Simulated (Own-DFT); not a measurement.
# Computed records: GaN (wurtzite, strained, atoms displaced)

Computed with Own-DFT development build. A calculation, not a measurement: plane-wave PBE density functional theory by an unreviewed code, no spin, of a simulated periodic cell, stress positive in tension, free energy of the whole cell less one offset for each atom, forces on such cells passed a denser k mesh, this cell's mesh not checked; offsets are fitted by least squares, one for each functional and potential file, so energies compare only between cells with the same atoms and settings and are not formation energies; the far tail of each file's local potential was reset to the Coulomb form; each entry is a single point on an unrelaxed cell, so the pressure reflects the starting lattice, mostly measured values (interpolated for alloys), from which strain is counted, and rises with the displacements; printed positions are rounded, which can move forces by about a meV/angstrom; the program, named Own-DFT, is a retired in-house code; no spin-orbit coupling.

Common to all runs: functional PBE; potential files PseudoDojo norm-conserving, scalar-relativistic, standard set with the stringent files for Ga; wave cutoff 96 hartree; occupations Gaussian; smearing width 0.01 eV; k mesh 3 x 4 x 3 centred on Gamma.

(1) 
```cif
# cell vector a (Å): 12.7560 0.0000 0.0000
# cell vector b (Å): -4.7835 8.2853 0.0000
# cell vector c (Å): 0.0000 0.0000 10.5256
data_GaN
_symmetry_space_group_name_H-M 'P 1'
_symmetry_Int_Tables_number 1
_cell_length_a 12.7560
_cell_length_b 9.5670
_cell_length_c 10.5256
_cell_angle_alpha 90.000
_cell_angle_beta 90.000
_cell_angle_gamma 120.000
_cell_volume 1112.42
loop_
_atom_site_label
_atom_site_type_symbol
_atom_site_fract_x
_atom_site_fract_y
_atom_site_fract_z
_atom_site_occupancy
Ga1 Ga 0.08362 0.22822 0.00288 1
Ga2 Ga 0.17273 0.11386 0.25370 1
N1 N 0.08166 0.21584 0.18447 1
N2 N 0.16664 0.11406 0.43793 1
Ga3 Ga 0.08584 0.22459 0.49661 1
Ga4 Ga 0.16643 0.11133 0.76032 1
N3 N 0.08184 0.23041 0.69199 1
N4 N 0.16752 0.11656 0.93968 1
Ga5 Ga 0.08110 0.55856 0.99809 1
Ga6 Ga 0.17011 0.43705 0.25013 1
N5 N 0.09314 0.55455 0.18126 1
N6 N 0.17288 0.44433 0.43630 1
Ga7 Ga 0.08104 0.55189 0.49768 1
Ga8 Ga 0.16156 0.43430 0.74928 1
N7 N 0.07788 0.55079 0.69206 1
N8 N 0.17037 0.44202 0.92323 1
Ga9 Ga 0.07916 0.87939 0.00586 1
Ga10 Ga 0.16120 0.78171 0.24301 1
N9 N 0.07739 0.88161 0.18870 1
N10 N 0.16133 0.78398 0.43592 1
Ga11 Ga 0.08239 0.89043 0.49750 1
Ga12 Ga 0.16470 0.77248 0.74729 1
N11 N 0.08646 0.89935 0.69177 1
N12 N 0.16626 0.78371 0.94423 1
Ga13 Ga 0.34615 0.22789 0.99898 1
Ga14 Ga 0.41436 0.11055 0.24848 1
N13 N 0.33445 0.22127 0.19473 1
N14 N 0.42875 0.12660 0.43944 1
Ga15 Ga 0.33774 0.22519 0.50592 1
Ga16 Ga 0.41748 0.11202 0.75715 1
N15 N 0.33459 0.21724 0.68423 1
N16 N 0.42200 0.11677 0.93500 1
Ga17 Ga 0.33993 0.55825 0.99779 1
Ga18 Ga 0.41798 0.44068 0.25047 1
N17 N 0.32575 0.54515 0.19434 1
N18 N 0.41842 0.44660 0.43693 1
Ga19 Ga 0.33010 0.54784 0.50259 1
Ga20 Ga 0.41232 0.44540 0.74583 1
N19 N 0.33593 0.55149 0.69394 1
N20 N 0.42476 0.45203 0.94224 1
Ga21 Ga 0.32015 0.88974 0.00221 1
Ga22 Ga 0.41021 0.76814 0.24324 1
N21 N 0.33613 0.89595 0.18239 1
N22 N 0.41648 0.78363 0.43750 1
Ga23 Ga 0.32919 0.87984 0.50144 1
Ga24 Ga 0.40999 0.77179 0.74871 1
N23 N 0.33014 0.88898 0.69090 1
N24 N 0.41114 0.77423 0.93481 1
Ga25 Ga 0.58461 0.22407 0.99883 1
Ga26 Ga 0.65734 0.10550 0.25527 1
N25 N 0.58165 0.22109 0.18174 1
N26 N 0.66457 0.10626 0.44760 1
Ga27 Ga 0.57959 0.21471 0.50090 1
Ga28 Ga 0.66823 0.11851 0.74480 1
N27 N 0.57701 0.21737 0.69045 1
N28 N 0.65807 0.10508 0.93032 1
Ga29 Ga 0.58035 0.55232 0.99768 1
Ga30 Ga 0.67187 0.45071 0.25171 1
N29 N 0.58029 0.55782 0.19080 1
N30 N 0.66629 0.44417 0.44382 1
Ga31 Ga 0.57840 0.55227 0.49958 1
Ga32 Ga 0.67143 0.44271 0.74619 1
N31 N 0.57763 0.55614 0.68983 1
N32 N 0.67543 0.45164 0.94080 1
Ga33 Ga 0.58350 0.89081 0.00054 1
Ga34 Ga 0.67121 0.78411 0.24601 1
N33 N 0.57788 0.88729 0.19130 1
N34 N 0.66363 0.78427 0.43910 1
Ga35 Ga 0.58070 0.88903 0.50384 1
Ga36 Ga 0.66800 0.77330 0.75114 1
N35 N 0.58776 0.89110 0.69213 1
N36 N 0.66575 0.77578 0.93944 1
Ga37 Ga 0.83092 0.22207 0.00033 1
Ga38 Ga 0.91939 0.11339 0.24324 1
N37 N 0.83014 0.21117 0.18655 1
N38 N 0.90892 0.10094 0.44019 1
Ga39 Ga 0.84383 0.22389 0.49915 1
Ga40 Ga 0.92467 0.10619 0.75664 1
N39 N 0.83784 0.22420 0.69057 1
N40 N 0.92180 0.10892 0.94254 1
Ga41 Ga 0.83570 0.55512 0.99678 1
Ga42 Ga 0.91748 0.44084 0.25682 1
N41 N 0.83972 0.55714 0.19644 1
N42 N 0.92663 0.45424 0.43676 1
Ga43 Ga 0.83408 0.54882 0.50284 1
Ga44 Ga 0.92395 0.44807 0.75460 1
N43 N 0.82761 0.54451 0.68949 1
N44 N 0.92375 0.44904 0.93942 1
Ga45 Ga 0.83364 0.88971 0.00257 1
Ga46 Ga 0.91578 0.78163 0.24884 1
N45 N 0.83022 0.88177 0.19191 1
N46 N 0.91383 0.78258 0.42495 1
Ga47 Ga 0.83955 0.88923 0.50089 1
Ga48 Ga 0.91634 0.77735 0.75253 1
N47 N 0.83515 0.89358 0.68913 1
N48 N 0.90977 0.77260 0.94173 1
_calc_free_energy_of_cell_above_offsets '-5.512'  # eV
_calc_pressure 4.19  # GPa
_calc_stress_xx -7.04  # GPa
_calc_stress_yy -4.72  # GPa
_calc_stress_zz -0.8  # GPa
_calc_stress_yz -0.46  # GPa
_calc_stress_xz 0.06  # GPa
_calc_stress_xy -0.7  # GPa
```

Force:
```
element  x (eV/Å)  y (eV/Å)  z (eV/Å)
     Ga     1.018     0.167    -0.696
     Ga    -1.002    -0.697    -0.491
      N     0.639     0.394     0.852
      N     0.656     -0.03     0.124
     Ga    -0.755    -0.705     0.844
     Ga     0.203     0.861    -1.058
      N     1.496    -2.287     -1.82
      N     0.883    -0.555     1.141
     Ga     2.316    -0.232     0.325
     Ga      -1.7    -0.177     0.025
      N    -1.261    -0.113     1.068
      N    -1.711    -0.157     0.189
     Ga      1.63     1.408     0.684
     Ga     0.345     2.317    -0.382
      N     1.661      1.19    -1.433
      N    -0.537     0.667     3.103
     Ga    -1.298     1.673    -0.752
     Ga     1.956     -1.13     0.942
      N     -0.12     1.675    -0.295
      N     1.514    -1.012    -0.216
     Ga    -0.979     0.368     0.611
     Ga    -0.496     0.848     0.493
      N    -0.164    -1.688     -0.63
      N    -0.972    -1.452    -1.791
     Ga    -2.103    -0.072     0.503
     Ga     1.207     0.309     0.977
      N    -0.122     0.107     -1.45
      N     -2.61    -2.538    -1.069
     Ga    -0.048    -0.301    -1.171
     Ga    -0.262    -0.337    -1.344
      N    -0.898      0.53     1.576
      N     -0.46    -0.849     0.958
     Ga    -1.379    -0.403     0.288
     Ga    -0.354     0.649      0.45
      N     1.998     0.838    -1.632
      N    -0.722    -0.646     0.168
     Ga     1.025     1.552     0.095
     Ga     1.985    -1.196     1.141
      N     -2.38     0.393    -1.642
      N    -1.275    -1.578    -1.156
     Ga     3.322     0.771    -0.338
     Ga    -0.143     0.741     0.961
      N    -0.686    -0.984     0.875
      N    -0.068    -1.399    -0.232
     Ga      -0.5     1.473    -0.181
     Ga     1.152      1.05     0.347
      N     0.226    -0.319    -0.366
      N    -0.147     0.805     0.789
     Ga     0.618     0.282    -0.097
     Ga     0.615     0.335     0.177
      N     0.055     0.593     1.016
      N     0.612     1.454    -1.189
     Ga     1.538     1.477     0.936
     Ga      0.67    -0.966     0.064
      N     0.577     0.773     -0.41
      N     1.249     1.079      0.87
     Ga      2.03     1.244      0.99
     Ga    -0.546    -0.568     0.101
      N     1.052    -0.085    -0.572
      N     0.488    -0.082    -0.525
     Ga      0.85     1.403     0.242
     Ga    -2.433    -0.584     0.869
      N     1.365     -0.55    -0.275
      N    -1.161    -1.081    -0.747
     Ga    -0.573    -0.535    -0.303
     Ga    -1.593    -0.863      1.49
      N     0.461    -0.188    -0.807
      N     1.259     -0.88    -0.229
     Ga     0.431    -0.478     0.482
     Ga    -0.745     0.746     0.012
      N    -0.973     -0.43    -0.219
      N     0.132      0.42     0.144
     Ga    -0.006    -0.533     -0.47
     Ga    -0.293    -1.157     1.127
      N    -0.889     1.029     0.394
      N     1.829     1.694    -1.339
     Ga    -1.944    -0.197     1.048
     Ga    -1.968     0.503    -0.181
      N     0.243     0.109    -0.043
      N    -1.275     0.189    -0.149
     Ga     0.199    -0.131     1.479
     Ga     0.543     0.084    -1.757
      N    -0.336    -0.352    -1.208
      N     -1.22    -1.765      0.22
     Ga    -0.905     0.902    -0.535
     Ga    -1.718    -1.625    -0.111
      N     1.818     1.844    -0.453
      N    -1.282    -0.931    -0.205
     Ga    -0.528    -0.462     0.187
     Ga     0.199    -0.926    -0.359
      N     0.333     1.511    -1.305
      N     1.299    -0.899     2.744
     Ga    -1.925    -0.916     0.234
     Ga     -0.06    -0.068    -0.164
      N     0.702    -1.044    -0.046
      N     1.128     0.695    -0.513
```

(2) 
```cif
# cell vector a (Å): 12.7560 0.0000 0.0000
# cell vector b (Å): -4.7835 8.2853 0.0000
# cell vector c (Å): 0.0000 0.0000 10.5256
data_GaN
_symmetry_space_group_name_H-M 'P 1'
_symmetry_Int_Tables_number 1
_cell_length_a 12.7560
_cell_length_b 9.5670
_cell_length_c 10.5256
_cell_angle_alpha 90.000
_cell_angle_beta 90.000
_cell_angle_gamma 120.000
_cell_volume 1112.42
loop_
_atom_site_label
_atom_site_type_symbol
_atom_site_fract_x
_atom_site_fract_y
_atom_site_fract_z
_atom_site_occupancy
Ga1 Ga 0.08602 0.22108 0.00411 1
Ga2 Ga 0.16505 0.11781 0.25088 1
N1 N 0.08900 0.22477 0.18892 1
N2 N 0.16523 0.11099 0.43985 1
Ga3 Ga 0.08764 0.21921 0.49601 1
Ga4 Ga 0.17192 0.10853 0.76021 1
N3 N 0.07621 0.21304 0.68072 1
N4 N 0.16726 0.10826 0.93691 1
Ga5 Ga 0.08060 0.54792 0.99248 1
Ga6 Ga 0.16860 0.44607 0.24598 1
N5 N 0.08747 0.55665 0.18412 1
N6 N 0.16293 0.43458 0.43465 1
Ga7 Ga 0.08361 0.55391 0.50094 1
Ga8 Ga 0.17023 0.45251 0.75776 1
N7 N 0.07919 0.54255 0.68132 1
N8 N 0.16385 0.43982 0.93078 1
Ga9 Ga 0.09026 0.89976 0.99538 1
Ga10 Ga 0.16612 0.78703 0.24466 1
N9 N 0.08186 0.88457 0.18203 1
N10 N 0.17508 0.79159 0.44322 1
Ga11 Ga 0.08282 0.89458 0.49913 1
Ga12 Ga 0.17304 0.79310 0.75779 1
N11 N 0.08248 0.88480 0.68813 1
N12 N 0.16937 0.77953 0.94652 1
Ga13 Ga 0.33879 0.21720 0.00558 1
Ga14 Ga 0.41958 0.11946 0.24903 1
N13 N 0.33757 0.22422 0.19332 1
N14 N 0.41865 0.12169 0.43782 1
Ga15 Ga 0.32997 0.21626 0.49718 1
Ga16 Ga 0.41178 0.10096 0.74424 1
N15 N 0.33678 0.22356 0.69366 1
N16 N 0.41188 0.10382 0.93988 1
Ga17 Ga 0.33303 0.55735 0.00270 1
Ga18 Ga 0.42410 0.45287 0.24661 1
N17 N 0.33508 0.56699 0.18785 1
N18 N 0.41986 0.44132 0.43793 1
Ga19 Ga 0.33988 0.55136 0.49641 1
Ga20 Ga 0.41417 0.43843 0.75316 1
N19 N 0.32585 0.55475 0.69512 1
N20 N 0.41511 0.44676 0.93535 1
Ga21 Ga 0.32674 0.89041 0.00482 1
Ga22 Ga 0.42249 0.78899 0.23976 1
N21 N 0.33421 0.88756 0.18087 1
N22 N 0.41848 0.77342 0.43498 1
Ga23 Ga 0.33638 0.88979 0.49968 1
Ga24 Ga 0.41813 0.78577 0.74267 1
N23 N 0.33602 0.89123 0.68912 1
N24 N 0.41255 0.77330 0.94067 1
Ga25 Ga 0.58183 0.21652 0.00209 1
Ga26 Ga 0.66544 0.11126 0.25339 1
N25 N 0.57530 0.21019 0.18857 1
N26 N 0.66943 0.10969 0.44097 1
Ga27 Ga 0.58562 0.22685 0.50404 1
Ga28 Ga 0.66243 0.09903 0.74906 1
N27 N 0.58952 0.23154 0.68620 1
N28 N 0.66608 0.10385 0.93908 1
Ga29 Ga 0.57749 0.54919 0.99528 1
Ga30 Ga 0.67885 0.45484 0.25366 1
N29 N 0.58800 0.56308 0.18525 1
N30 N 0.65681 0.43832 0.43290 1
Ga31 Ga 0.57718 0.54827 0.49970 1
Ga32 Ga 0.66799 0.44414 0.75512 1
N31 N 0.58275 0.55037 0.68484 1
N32 N 0.66930 0.45038 0.92640 1
Ga33 Ga 0.58236 0.88860 0.99524 1
Ga34 Ga 0.66714 0.78497 0.24612 1
N33 N 0.57635 0.88464 0.18595 1
N34 N 0.67021 0.77893 0.43883 1
Ga35 Ga 0.58199 0.89571 0.50003 1
Ga36 Ga 0.67201 0.78274 0.75083 1
N35 N 0.58005 0.88684 0.68878 1
N36 N 0.67049 0.78628 0.93794 1
Ga37 Ga 0.83770 0.22284 0.99533 1
Ga38 Ga 0.91761 0.10768 0.25797 1
N37 N 0.84023 0.22787 0.18990 1
N38 N 0.92064 0.10991 0.44227 1
Ga39 Ga 0.82951 0.22009 0.50315 1
Ga40 Ga 0.91771 0.10824 0.74665 1
N39 N 0.83886 0.22288 0.68507 1
N40 N 0.91499 0.10221 0.93569 1
Ga41 Ga 0.82313 0.55238 0.00143 1
Ga42 Ga 0.91808 0.44056 0.24629 1
N41 N 0.84190 0.55687 0.19088 1
N42 N 0.92508 0.45085 0.43620 1
Ga43 Ga 0.83393 0.56108 0.49232 1
Ga44 Ga 0.92001 0.44345 0.74877 1
N43 N 0.83631 0.55561 0.68934 1
N44 N 0.91296 0.44660 0.94115 1
Ga45 Ga 0.83280 0.88259 0.00492 1
Ga46 Ga 0.91463 0.78403 0.25486 1
N45 N 0.83201 0.89929 0.18887 1
N46 N 0.91947 0.78274 0.42904 1
Ga47 Ga 0.83911 0.90004 0.50395 1
Ga48 Ga 0.92058 0.79485 0.75213 1
N47 N 0.83645 0.89323 0.68524 1
N48 N 0.92323 0.78474 0.93660 1
_calc_free_energy_of_cell_above_offsets '-5.272'  # eV
_calc_pressure 4.2  # GPa
_calc_stress_xx -5.86  # GPa
_calc_stress_yy -5.03  # GPa
_calc_stress_zz -1.71  # GPa
_calc_stress_yz 0.28  # GPa
_calc_stress_xz -0.12  # GPa
_calc_stress_xy -0.29  # GPa
```

Force:
```
element  x (eV/Å)  y (eV/Å)  z (eV/Å)
     Ga    -0.792    -0.287    -0.886
     Ga     1.696    -1.294     0.171
      N    -1.225    -0.098    -0.489
      N     0.929    -0.181    -1.089
     Ga    -1.305     0.893     1.423
     Ga    -1.525      0.67    -2.419
      N      1.98     0.791     1.185
      N     0.501      1.73     1.069
     Ga    -0.372     0.739     1.255
     Ga    -0.215     0.645     0.906
      N    -0.482      0.16    -0.167
      N      0.71      1.41    -0.203
     Ga     0.995     0.689    -0.469
     Ga    -0.971    -1.828     -2.54
      N     0.395     1.887     1.529
      N     0.375    -0.136     2.448
     Ga    -0.598    -2.189     1.187
     Ga     1.393    -1.278     0.983
      N    -1.217     1.593     0.426
      N     -0.88    -1.232    -1.011
     Ga     0.862    -0.984     0.378
     Ga    -0.132     -2.24    -0.633
      N     0.193     0.996     0.016
      N    -1.078    -0.692    -1.685
     Ga    -1.295     0.984    -0.266
     Ga    -0.279    -1.726     0.982
      N    -1.254     0.556     -0.77
      N     1.171    -1.414     0.017
     Ga    -0.103     0.777     0.909
     Ga     0.904     2.536     1.062
      N    -0.435     -0.91    -1.077
      N     0.915     0.818    -0.957
     Ga    -0.257    -0.106    -0.402
     Ga    -0.786    -0.126     0.371
      N      0.98    -1.349    -0.095
      N    -1.005    -0.598    -0.778
     Ga    -1.935    -0.013     0.692
     Ga    -0.198     1.408     -0.65
      N     2.322     0.669    -1.529
      N     0.084    -1.047     0.962
     Ga     2.193    -0.578    -0.629
     Ga    -1.747    -1.383     1.627
      N    -0.908     1.095     1.871
      N    -0.499      0.71     0.017
     Ga     0.214     0.252    -0.545
     Ga     0.253     -2.08     1.858
      N     -0.68     -0.62    -0.869
      N    -0.112     1.032    -0.882
     Ga     0.132     0.033    -0.502
     Ga     0.693    -0.077    -0.614
      N     1.682      2.14     -0.51
      N    -1.113     0.706    -0.635
     Ga    -0.128    -0.364    -0.414
     Ga     0.311     2.334     0.264
      N    -0.234    -1.926     0.622
      N    -0.335     1.363    -0.479
     Ga     0.488     1.268     0.231
     Ga    -1.316    -1.043    -0.795
      N     0.713    -0.497    -0.398
      N     1.656      0.92     0.368
     Ga     1.055     1.618     0.443
     Ga      0.45     0.722    -2.846
      N    -0.437     0.734     0.743
      N    -1.016    -1.222     3.279
     Ga      -0.5    -0.752     0.662
     Ga    -0.219    -0.338     1.081
      N     2.337     1.798    -0.602
      N    -0.531     0.105    -0.075
     Ga     1.111    -1.663    -0.124
     Ga    -0.418    -1.124    -0.347
      N     0.878    -0.269    -0.665
      N     0.137    -1.396    -0.208
     Ga    -0.138    -0.443     0.579
     Ga    -0.324      1.45    -0.355
      N    -0.665    -1.725    -0.464
      N    -0.817     0.839    -0.795
     Ga     1.518     1.179    -0.323
     Ga    -0.001     0.948     0.655
      N    -1.298    -0.819     0.744
      N     0.316     0.869     0.317
     Ga     2.017     1.186    -0.059
     Ga     1.186     1.077     0.813
      N    -1.598     0.583    -0.689
      N    -1.744    -0.981    -0.386
     Ga     0.323    -0.654     1.252
     Ga    -0.912     0.227     0.067
      N    -0.554     0.791    -0.634
      N     0.212    -0.317    -0.673
     Ga      0.06     0.837    -0.557
     Ga     0.681      -0.1     -2.08
      N     0.909    -1.255    -0.199
      N     -0.32     0.085     2.097
     Ga    -0.443    -1.829    -0.737
     Ga      0.76    -2.294     -0.01
      N    -0.698     -0.61     0.129
      N    -0.641    -0.766     0.526
```
